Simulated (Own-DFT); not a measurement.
## Calculated data, GaN (wurtzite, atoms displaced)

Computed with Own-DFT development build. A calculation, not a measurement: plane-wave PBE density functional theory by an unreviewed code, no spin, of a simulated periodic cell, stress positive in tension, free energy of the whole cell less one offset for each atom, forces on such cells passed a denser k mesh, this cell's mesh not checked; offsets are fitted by least squares, one for each functional and potential file, so energies compare only between cells with the same atoms and settings and are not formation energies; the far tail of each file's local potential was reset to the Coulomb form; each entry is a single point on an unrelaxed cell, so the pressure reflects the starting lattice, mostly measured values (interpolated for alloys), from which strain is counted, and rises with the displacements; printed positions are rounded, which can move forces by about a meV/angstrom; the program, named Own-DFT, is a retired in-house code; no spin-orbit coupling.

Settings shared by all entries: functional PBE; potential files PseudoDojo norm-conserving, scalar-relativistic, standard set; wave cutoff 42 hartree; occupations Fermi-Dirac; smearing width 0.1 eV; hardware one NVIDIA H200; k mesh 3 x 4 x 3 centred on Gamma.

(1) GaN (wurtzite, atoms displaced)

```
GaN
1.0
     12.7560     0.0000     0.0000
     -4.7835     8.2853     0.0000
      0.0000     0.0000    10.3700
Ga N Ga N Ga N Ga N Ga N Ga N Ga N Ga N Ga N Ga N Ga N Ga N Ga N Ga N Ga N Ga N Ga N Ga N Ga N Ga N Ga N Ga N Ga N Ga N
2 2 2 2 2 2 2 2 2 2 2 2 2 2 2 2 2 2 2 2 2 2 2 2 2 2 2 2 2 2 2 2 2 2 2 2 2 2 2 2 2 2 2 2 2 2 2 2
Direct
  0.08465 0.21613 0.00272
  0.17580 0.11149 0.25266
  0.08765 0.22860 0.18793
  0.16727 0.11560 0.44176
  0.08487 0.21879 0.50211
  0.16937 0.11485 0.75138
  0.07716 0.22256 0.67911
  0.16911 0.10908 0.93754
  0.08423 0.55432 0.99088
  0.16675 0.44222 0.24853
  0.09024 0.56300 0.19007
  0.16907 0.44397 0.42486
  0.08082 0.56397 0.49992
  0.16501 0.45007 0.75066
  0.07555 0.55149 0.69372
  0.16556 0.43709 0.94297
  0.08316 0.88837 0.99505
  0.15891 0.77061 0.25030
  0.07860 0.88554 0.18042
  0.16323 0.78661 0.43728
  0.08457 0.88560 0.50609
  0.17131 0.77778 0.75469
  0.07717 0.88424 0.69683
  0.16073 0.76971 0.93837
  0.32739 0.22116 0.00827
  0.41137 0.11222 0.24229
  0.33014 0.21811 0.18662
  0.40838 0.11271 0.43098
  0.33407 0.23808 0.49757
  0.41705 0.10927 0.74794
  0.32612 0.21976 0.68207
  0.41723 0.10000 0.92878
  0.33532 0.56060 0.00464
  0.41723 0.45846 0.25204
  0.33701 0.56341 0.18814
  0.41688 0.45491 0.43868
  0.33317 0.55302 0.49808
  0.41502 0.44525 0.74968
  0.33187 0.56156 0.68726
  0.41261 0.44061 0.93570
  0.32403 0.87180 0.99999
  0.41279 0.77195 0.25364
  0.33100 0.87798 0.19040
  0.40655 0.76433 0.44465
  0.33575 0.88952 0.50599
  0.41151 0.78379 0.75872
  0.33723 0.89013 0.68589
  0.41016 0.77143 0.93905
  0.58503 0.21982 0.00100
  0.67017 0.11709 0.24287
  0.58392 0.22174 0.18527
  0.66981 0.09471 0.43495
  0.58627 0.22534 0.50176
  0.66613 0.10235 0.74673
  0.57929 0.21491 0.69388
  0.66645 0.11289 0.93605
  0.58330 0.56366 0.99988
  0.66623 0.43975 0.25058
  0.58348 0.55858 0.17669
  0.66705 0.44884 0.44176
  0.58514 0.55609 0.49582
  0.66420 0.44718 0.74627
  0.58709 0.56107 0.69333
  0.65671 0.42749 0.93777
  0.58254 0.88557 0.99962
  0.66092 0.77321 0.25153
  0.58262 0.88728 0.19476
  0.66749 0.77315 0.43463
  0.58385 0.88206 0.49459
  0.66749 0.77574 0.75818
  0.58529 0.88931 0.67891
  0.67684 0.78525 0.93964
  0.83039 0.22101 0.00493
  0.91776 0.11360 0.25035
  0.83021 0.21300 0.17903
  0.91417 0.10729 0.43014
  0.82902 0.21481 0.50568
  0.92259 0.11805 0.75420
  0.83602 0.22480 0.68665
  0.91712 0.10830 0.94250
  0.83654 0.56391 0.99999
  0.92426 0.44271 0.24188
  0.82845 0.55236 0.19268
  0.91552 0.44194 0.42959
  0.83279 0.54935 0.49822
  0.91308 0.44052 0.74622
  0.83034 0.55151 0.69488
  0.91976 0.43669 0.93146
  0.82717 0.89681 0.00652
  0.92585 0.78347 0.24553
  0.83104 0.88573 0.18518
  0.91254 0.77508 0.43936
  0.83057 0.88225 0.50520
  0.91759 0.77822 0.74935
  0.83758 0.89473 0.68046
  0.91375 0.78527 0.93416
```

- free energy of cell above offsets: 24.550 eV
- pressure: 7.43 GPa
- stress xx: -6.24 GPa
- stress yy: -6.59 GPa
- stress zz: -9.45 GPa
- stress yz: 0.41 GPa
- stress xz: 0.38 GPa
- stress xy: -0.2 GPa
- wall time: 1143 s

Force:
```tsv
element	x (eV/Å)	y (eV/Å)	z (eV/Å)
Ga	-0.61	0.149	-0.042
Ga	-2.663	-0.761	0.491
N	0.417	-1.391	0.023
N	0.699	-0.969	-0.692
Ga	-1.685	0.617	-1.985
Ga	-1.165	-0.512	-0.481
N	1.51	0.761	2.229
N	-0.471	-0.025	-0.051
Ga	-0.145	-1.294	1.266
Ga	0.033	0.636	-0.923
N	-0.331	-1.629	-1.49
N	-0.724	0.106	3.043
Ga	0.943	-1.105	-0.313
Ga	0.684	-0.946	-0.061
N	1.13	1.297	-1.211
N	0.208	0.743	-0.687
Ga	-0.83	-0.277	-0.23
Ga	0.693	1.757	0.156
N	1.95	1.249	0.359
N	1.718	-0.99	0.173
Ga	-1.962	1.048	0.246
Ga	-1.214	0.008	-1.031
N	2.125	0.959	-0.811
N	0.304	0.787	-0.168
Ga	1.746	0.107	-2.356
Ga	1.768	-1.176	0.791
N	0.364	1.827	0.583
N	1.205	0.252	0.881
Ga	0.669	-1.696	-0.036
Ga	-1.005	0.561	-0.095
N	1.403	0.805	0.556
N	-1.125	-0.02	2.263
Ga	0.03	-1.708	-0.813
Ga	1.262	-1.051	-0.669
N	-0.395	-1.217	-0.243
N	1.554	-0.513	-0.666
Ga	-1.865	-0.195	1.128
Ga	-0.219	0.01	-0.164
N	0.159	-0.383	0.388
N	0.114	0.571	0.742
Ga	0.019	2.112	0.737
Ga	0.174	1.478	0.769
N	-1.152	1.016	-0.456
N	0.73	2.271	-1.105
Ga	-0.616	0.36	-1.989
Ga	2.211	-0.825	-1.81
N	-1.467	-0.088	0.759
N	1.157	0.653	0.288
Ga	-1.027	-0.872	-0.741
Ga	-0.245	-1.188	1.219
N	-0.619	-0.229	0.711
N	-1.821	2.078	-0.416
Ga	-0.353	-1.359	-0.332
Ga	-0.145	0.877	0.244
N	0.714	0.98	-1.492
N	0.682	-1.255	0.098
Ga	0.731	-1.688	-1.643
Ga	-0.738	0.558	-0.3
N	-0.193	-0.807	2.732
N	0.319	-1.17	-0.678
Ga	-0.538	0.442	1.219
Ga	0.667	-1.251	1.256
N	-1.087	-0.599	-1.124
N	0.256	3.057	-0.287
Ga	-0.369	0.681	0.518
Ga	1.386	0.58	-0.535
N	-0.622	0.142	-1.166
N	-0.297	-0.224	0.4
Ga	-0.745	-0.793	0.198
Ga	0.123	1.276	-1.892
N	-0.271	-0.999	1.808
N	-2.807	-1.276	-0.357
Ga	0.574	0.144	-2.692
Ga	0.477	-0.85	-0.574
N	0.384	1.305	2.098
N	0.252	0.157	1.742
Ga	1.185	0.331	-1.564
Ga	-0.839	-1.04	-0.183
N	-0.345	-0.837	0.617
N	-0.16	1.025	-0.651
Ga	-0.435	-1.178	-0.414
Ga	-1.375	-0.189	0.248
N	1.545	0.425	-0.866
N	0.111	-0.406	0.928
Ga	0.124	0.922	0.296
Ga	-0.605	-0.019	0.721
N	0.013	0.366	-1.328
N	-1.167	0.692	1.211
Ga	2.749	0.061	-0.145
Ga	-2.76	-1.183	1.211
N	0.122	0.234	1.427
N	1.188	0.022	-0.285
Ga	0.094	0.925	-2.148
Ga	-1.382	-0.47	0.058
N	-0.499	-0.354	2.67
N	0.41	-0.418	0.892
```

(2) GaN (wurtzite, atoms displaced)

```
GaN
1.0
     12.7560     0.0000     0.0000
     -4.7835     8.2853     0.0000
      0.0000     0.0000    10.3700
Ga N Ga N Ga N Ga N Ga N Ga N Ga N Ga N Ga N Ga N Ga N Ga N Ga N Ga N Ga N Ga N Ga N Ga N Ga N Ga N Ga N Ga N Ga N Ga N
2 2 2 2 2 2 2 2 2 2 2 2 2 2 2 2 2 2 2 2 2 2 2 2 2 2 2 2 2 2 2 2 2 2 2 2 2 2 2 2 2 2 2 2 2 2 2 2
Direct
  0.08645 0.22816 0.00774
  0.16696 0.10643 0.24423
  0.08319 0.22530 0.17911
  0.16092 0.11610 0.42924
  0.08467 0.22811 0.49831
  0.17056 0.10726 0.75782
  0.08519 0.22676 0.68871
  0.17099 0.10683 0.93273
  0.08375 0.56224 0.99393
  0.16278 0.43688 0.25205
  0.08205 0.55334 0.19087
  0.16328 0.44921 0.44047
  0.08856 0.55752 0.50051
  0.16873 0.44791 0.74999
  0.08421 0.55057 0.68793
  0.16777 0.45156 0.94071
  0.07363 0.88872 0.00624
  0.17454 0.78492 0.23967
  0.08727 0.89198 0.19230
  0.16637 0.77414 0.43605
  0.08666 0.89323 0.49852
  0.16625 0.77361 0.74568
  0.08478 0.88906 0.69275
  0.16503 0.77782 0.92607
  0.33014 0.21997 0.99931
  0.41182 0.09912 0.25336
  0.33219 0.22190 0.18954
  0.40867 0.10491 0.43893
  0.34310 0.22282 0.49750
  0.41581 0.11744 0.74810
  0.32714 0.21337 0.68214
  0.41416 0.10631 0.93730
  0.33745 0.55049 0.99991
  0.41798 0.44225 0.25514
  0.33315 0.56481 0.18663
  0.40982 0.43406 0.42673
  0.34600 0.56317 0.50555
  0.42284 0.44205 0.74925
  0.33082 0.55504 0.68984
  0.40922 0.44305 0.94751
  0.34697 0.89182 0.99579
  0.41876 0.77913 0.24948
  0.32565 0.88388 0.18745
  0.41742 0.78347 0.43566
  0.33302 0.87774 0.49790
  0.40434 0.76509 0.75629
  0.33354 0.88694 0.69166
  0.42091 0.78143 0.92536
  0.58491 0.22634 0.99626
  0.67870 0.11353 0.24427
  0.59030 0.22412 0.19469
  0.66178 0.11217 0.44125
  0.57606 0.21246 0.50311
  0.66855 0.11669 0.74550
  0.58913 0.22215 0.69165
  0.67564 0.11097 0.93103
  0.57708 0.54708 0.00084
  0.65957 0.44049 0.25695
  0.59170 0.56381 0.19438
  0.66631 0.44135 0.43889
  0.57672 0.55987 0.50002
  0.67653 0.44881 0.75342
  0.58152 0.55210 0.68608
  0.66388 0.44536 0.94392
  0.58783 0.89711 0.99134
  0.65700 0.77310 0.24104
  0.58362 0.88874 0.18282
  0.67501 0.78306 0.43251
  0.57907 0.88472 0.49842
  0.66206 0.77510 0.74699
  0.59413 0.88570 0.69031
  0.66301 0.77477 0.93519
  0.83605 0.23271 0.00986
  0.91632 0.11512 0.24378
  0.83707 0.21823 0.18925
  0.91794 0.11071 0.43646
  0.82906 0.22412 0.50367
  0.92365 0.11972 0.76006
  0.84434 0.23064 0.68524
  0.90362 0.09443 0.94225
  0.82732 0.56259 0.00167
  0.92227 0.45339 0.24113
  0.82425 0.55817 0.19263
  0.91460 0.44049 0.43419
  0.83906 0.56493 0.49980
  0.92049 0.45195 0.76078
  0.83818 0.55483 0.68488
  0.91564 0.44140 0.93497
  0.83875 0.87985 0.99041
  0.91240 0.77685 0.25474
  0.83790 0.88627 0.19759
  0.91729 0.77959 0.43173
  0.83703 0.89059 0.49383
  0.91822 0.77645 0.74298
  0.83911 0.88451 0.69754
  0.91672 0.77504 0.93674
```

- free energy of cell above offsets: 26.653 eV
- pressure: 8.04 GPa
- stress xx: -7.56 GPa
- stress yy: -7.62 GPa
- stress zz: -8.95 GPa
- stress yz: 0.32 GPa
- stress xz: 0.27 GPa
- stress xy: 1.51 GPa
- wall time: 1147 s

Force:
```tsv
element	x (eV/Å)	y (eV/Å)	z (eV/Å)
Ga	-0.46	-0.519	-3.618
Ga	-0.882	1.164	0.871
N	0.565	-0.568	2.76
N	1.71	-0.285	0.931
Ga	-0.408	-0.428	0.549
Ga	-1.774	0.138	-2.373
N	1.009	-0.429	0.423
N	-1.494	0.267	2.484
Ga	0.335	0.152	0.849
Ga	0.179	1.309	0.083
N	0.766	0.958	-1.419
N	2.579	-0.279	-0.621
Ga	-2.151	-0.33	-0.049
Ga	-0.377	-1.21	0.395
N	-0.554	0.767	0.052
N	0.629	-0.626	-0.359
Ga	2.39	-0.025	-0.792
Ga	-2.777	-2.571	1.934
N	-0.801	-1.191	-0.899
N	-0.001	0.876	-0.254
Ga	-0.132	0.208	-0.073
Ga	-0.283	0.189	-0.366
N	0.224	-0.043	-1.266
N	0.192	0.645	2.472
Ga	0.726	-0.481	0.805
Ga	0.488	1.53	-0.799
N	0.879	0.029	-0.432
N	1.836	-0.907	-0.179
Ga	-3.288	-0.448	-0.021
Ga	1.165	-1.202	0.152
N	0.881	1.625	0.499
N	0.307	1.495	-0.047
Ga	-3.12	2.045	0.863
Ga	-0.465	0.6	-3.345
N	0.75	-1.293	0.385
N	0.251	1.424	3.551
Ga	-1.952	-1.094	-1.068
Ga	-1.703	-0.458	0.528
N	1.71	-0.634	-0.346
N	2.862	-1.426	-2.216
Ga	-2.445	-0.919	0.14
Ga	-0.382	0.213	-0.506
N	3.674	1.432	-1.4
N	1.272	-1.372	-0.186
Ga	-2.029	1.009	1.213
Ga	1.288	1.695	-2.972
N	0.22	0.564	-1.06
N	0.658	-0.676	3.832
Ga	0.577	-1.316	0.907
Ga	-2.239	-0.579	1.569
N	-1.021	-1.113	-1.235
N	0.831	-0.874	-0.75
Ga	0.341	1.43	-0.514
Ga	2.405	-1.17	0.024
N	-2.055	0.705	-0.262
N	-1.526	1.313	0.977
Ga	-0.225	1.682	0.646
Ga	1.028	0.129	-0.01
N	-1.646	-2.479	-1.473
N	-0.943	0.174	1.445
Ga	2.069	-0.185	-0.977
Ga	-0.89	-0.275	-0.797
N	0.751	-0.233	0.27
N	0.156	-0.035	-1.286
Ga	0.506	-0.918	0.168
Ga	2.261	1.888	1.148
N	-0.818	0.715	-0.262
N	-2.118	-0.927	0.287
Ga	1.748	1.111	0.643
Ga	2.904	-0.302	0.934
N	-3.84	1.312	-1.442
N	0.654	-0.866	0.664
Ga	0.573	-1.62	-1.98
Ga	1.845	-1.704	1.422
N	-0.785	1.964	-0.285
N	-0.716	0.638	-0.238
Ga	1.021	-0.088	-0.809
Ga	-0.389	-0.953	-1.26
N	-1.105	-0.288	1.294
N	1.116	2.65	0.523
Ga	1.289	-0.799	1.014
Ga	-1.666	-0.529	1.77
N	1.609	-0.514	-1.023
N	0.085	0.966	-0.045
Ga	0.014	-1.554	-0.977
Ga	0.603	-1.006	-3.018
N	-0.385	0.177	0.774
N	-0.801	0.926	2.479
Ga	-2.933	0.32	1.892
Ga	1.164	-0.208	-0.963
N	-1.993	0.848	-2.131
N	0.837	0.026	2.165
Ga	-0.026	0.599	1.282
Ga	0.655	-0.02	0.642
N	-1.804	0.858	-1.477
N	0.818	-0.799	-0.831
```

(3) GaN (wurtzite, atoms displaced)

```
GaN
1.0
     12.7560     0.0000     0.0000
     -4.7835     8.2853     0.0000
      0.0000     0.0000    10.3700
Ga N Ga N Ga N Ga N Ga N Ga N Ga N Ga N Ga N Ga N Ga N Ga N Ga N Ga N Ga N Ga N Ga N Ga N Ga N Ga N Ga N Ga N Ga N Ga N
2 2 2 2 2 2 2 2 2 2 2 2 2 2 2 2 2 2 2 2 2 2 2 2 2 2 2 2 2 2 2 2 2 2 2 2 2 2 2 2 2 2 2 2 2 2 2 2
Direct
  0.08235 0.23207 0.99977
  0.16697 0.11581 0.25158
  0.08691 0.22049 0.18809
  0.16140 0.10218 0.43993
  0.08403 0.22620 0.50004
  0.16076 0.11512 0.75824
  0.08640 0.22175 0.68607
  0.17149 0.10882 0.93122
  0.08206 0.55707 0.00198
  0.16603 0.44270 0.25437
  0.08732 0.55646 0.18384
  0.15909 0.43901 0.44309
  0.08749 0.56034 0.49883
  0.16423 0.44143 0.75330
  0.08634 0.55872 0.68862
  0.16253 0.43278 0.93554
  0.07990 0.89160 0.99995
  0.17433 0.78251 0.25270
  0.08065 0.88781 0.19743
  0.16583 0.77841 0.43634
  0.08805 0.88270 0.49837
  0.17187 0.77798 0.75123
  0.09344 0.89110 0.69435
  0.16378 0.78148 0.93696
  0.33673 0.21723 0.00545
  0.41275 0.10703 0.25348
  0.32991 0.21845 0.18636
  0.41633 0.11574 0.44173
  0.34273 0.23017 0.50489
  0.42759 0.12596 0.74260
  0.33900 0.23063 0.68848
  0.41701 0.10492 0.94647
  0.32805 0.56169 0.99855
  0.42390 0.44934 0.25655
  0.33249 0.55409 0.18912
  0.41919 0.45104 0.43600
  0.33146 0.54941 0.49300
  0.41573 0.44112 0.74538
  0.33789 0.55625 0.68323
  0.42092 0.44271 0.93230
  0.32526 0.88559 0.00160
  0.41290 0.76478 0.25730
  0.33857 0.89123 0.18307
  0.41478 0.78329 0.44406
  0.33648 0.88789 0.49173
  0.42300 0.77751 0.75628
  0.33350 0.88612 0.68903
  0.42508 0.78837 0.93935
  0.58562 0.22162 0.00120
  0.66049 0.11313 0.24786
  0.57816 0.22930 0.18817
  0.66981 0.11647 0.43539
  0.58223 0.21561 0.49556
  0.66710 0.11284 0.75209
  0.58147 0.21822 0.69485
  0.66844 0.10883 0.93389
  0.58204 0.55304 0.00326
  0.66899 0.43681 0.25556
  0.58473 0.55967 0.19134
  0.66626 0.43682 0.44136
  0.58482 0.55060 0.50102
  0.67152 0.45040 0.74923
  0.58276 0.55536 0.69046
  0.66023 0.44038 0.92439
  0.58013 0.88214 0.99831
  0.66338 0.77382 0.25632
  0.58257 0.89734 0.19165
  0.66291 0.78150 0.43554
  0.57734 0.89050 0.50901
  0.67352 0.79111 0.76000
  0.58996 0.89346 0.69128
  0.66024 0.77378 0.94331
  0.82906 0.22624 0.99441
  0.92196 0.11464 0.25107
  0.83024 0.22103 0.18902
  0.91831 0.11421 0.42767
  0.83125 0.21761 0.49406
  0.91430 0.10842 0.75422
  0.82783 0.21512 0.68363
  0.91509 0.10904 0.95081
  0.84021 0.56475 0.00258
  0.91769 0.44465 0.25101
  0.84984 0.56927 0.19109
  0.91550 0.43659 0.43952
  0.83809 0.55024 0.50812
  0.92163 0.43892 0.74793
  0.83998 0.56098 0.67771
  0.91569 0.44018 0.93770
  0.83124 0.89492 0.00005
  0.91487 0.78055 0.25124
  0.83944 0.89425 0.19326
  0.91419 0.78281 0.43473
  0.83588 0.89534 0.50096
  0.91475 0.77548 0.74571
  0.83572 0.89118 0.68079
  0.91061 0.77302 0.93419
```

- free energy of cell above offsets: 24.582 eV
- pressure: 7.42 GPa
- stress xx: -5.9 GPa
- stress yy: -7.1 GPa
- stress zz: -9.27 GPa
- stress yz: -0.04 GPa
- stress xz: 0.14 GPa
- stress xy: 0.57 GPa
- wall time: 1086 s

Force:
```tsv
element	x (eV/Å)	y (eV/Å)	z (eV/Å)
Ga	1.395	-2.852	1.107
Ga	0.642	-1.133	0.452
N	-0.934	1.112	-0.37
N	0.734	1.732	0.187
Ga	0.321	-1.971	-0.035
Ga	2.191	-0.892	-2.354
N	-1.704	0.287	0.455
N	-1.093	0.566	2.864
Ga	0.092	0.081	-0.748
Ga	-0.11	-0.244	-0.621
N	-0.008	0.021	1.253
N	1.269	1.235	-1.003
Ga	-0.909	-0.535	0.509
Ga	0.897	0.615	-1.502
N	0.204	-0.611	-0.131
N	-0.438	3.047	0.071
Ga	0.015	-0.002	0.588
Ga	-1.153	-0.251	-1.268
N	1.054	0.428	-1.463
N	1.626	-0.65	-0.103
Ga	-2.32	1.004	1.094
Ga	-0.233	0.467	-0.04
N	-1.752	-0.067	-0.975
N	0.265	-1.169	0.613
Ga	-0.475	0.778	-1.462
Ga	-0.285	0.527	-0.681
N	0.509	0.826	1.427
N	0.637	-0.849	-0.709
Ga	-2.097	-0.741	-0.347
Ga	-2.55	-2.705	2.031
N	-0.513	-1.551	-0.184
N	0.149	0.535	-1.295
Ga	1.946	-0.696	-0.143
Ga	-0.769	-1.14	-1.916
N	0.166	-0.566	0.074
N	0.403	-0.697	0.646
Ga	-0.725	0.82	1.493
Ga	0.235	1.275	0.972
N	-0.982	-0.013	0.455
N	-1.455	0.066	1.27
Ga	1.106	0.558	-0.803
Ga	0.234	2.07	-1.035
N	-0.142	-0.731	1.789
N	1.416	-1.707	-1.071
Ga	-2.129	0.885	2.381
Ga	-0.989	0.034	-1.394
N	1.086	0.81	-0.492
N	-2.322	-1.817	0.034
Ga	-0.566	-0.01	-0.755
Ga	0.879	0.216	0.016
N	0.853	-0.829	-0.069
N	-0.775	-1.271	0.279
Ga	0.127	0.528	1.303
Ga	-0.294	0.012	-0.462
N	2.178	1.693	-2.014
N	-0.603	-0.248	1.005
Ga	0.051	-0.497	-0.56
Ga	-0.013	2.019	-0.412
N	0.998	-0.704	-0.229
N	0.109	0.617	-0.003
Ga	0.069	1.428	0.476
Ga	-0.178	-0.231	-1.671
N	0.655	1.001	-0.504
N	1.267	0.48	3.414
Ga	0.453	1.742	1.808
Ga	0.293	1.793	-1.154
N	0.203	-1.686	-0.502
N	0.251	-0.349	1.805
Ga	1.529	0.151	-1.202
Ga	0.197	-1.776	-1.448
N	-0.625	-0.202	0.293
N	1.375	0.476	-0.143
Ga	0.716	-0.804	1.685
Ga	-0.858	-0.159	-1.617
N	0.051	0.387	-0.463
N	0.021	0.054	2.55
Ga	0.645	-0.054	0.304
Ga	0.34	0.383	-0.28
N	1.016	0.659	0.428
N	-0.267	1.153	-2.063
Ga	-0.809	-1.523	-0.217
Ga	0.631	-0.333	-0.063
N	-1.86	-1.927	-0.702
N	0.427	1.211	-0.141
Ga	-0.83	0.835	-3.825
Ga	-1.004	0.38	-0.187
N	-0.036	-0.968	3.792
N	-0.047	1.142	-0.532
Ga	0.39	-1.67	1.392
Ga	0.539	0.559	0.539
N	-1.541	-0.516	-1.129
N	0.986	-1.067	1.434
Ga	-0.411	-0.453	-1.68
Ga	1.207	0.755	-0.108
N	-0.174	0.112	1.991
N	-0.075	1.302	-0.001
```
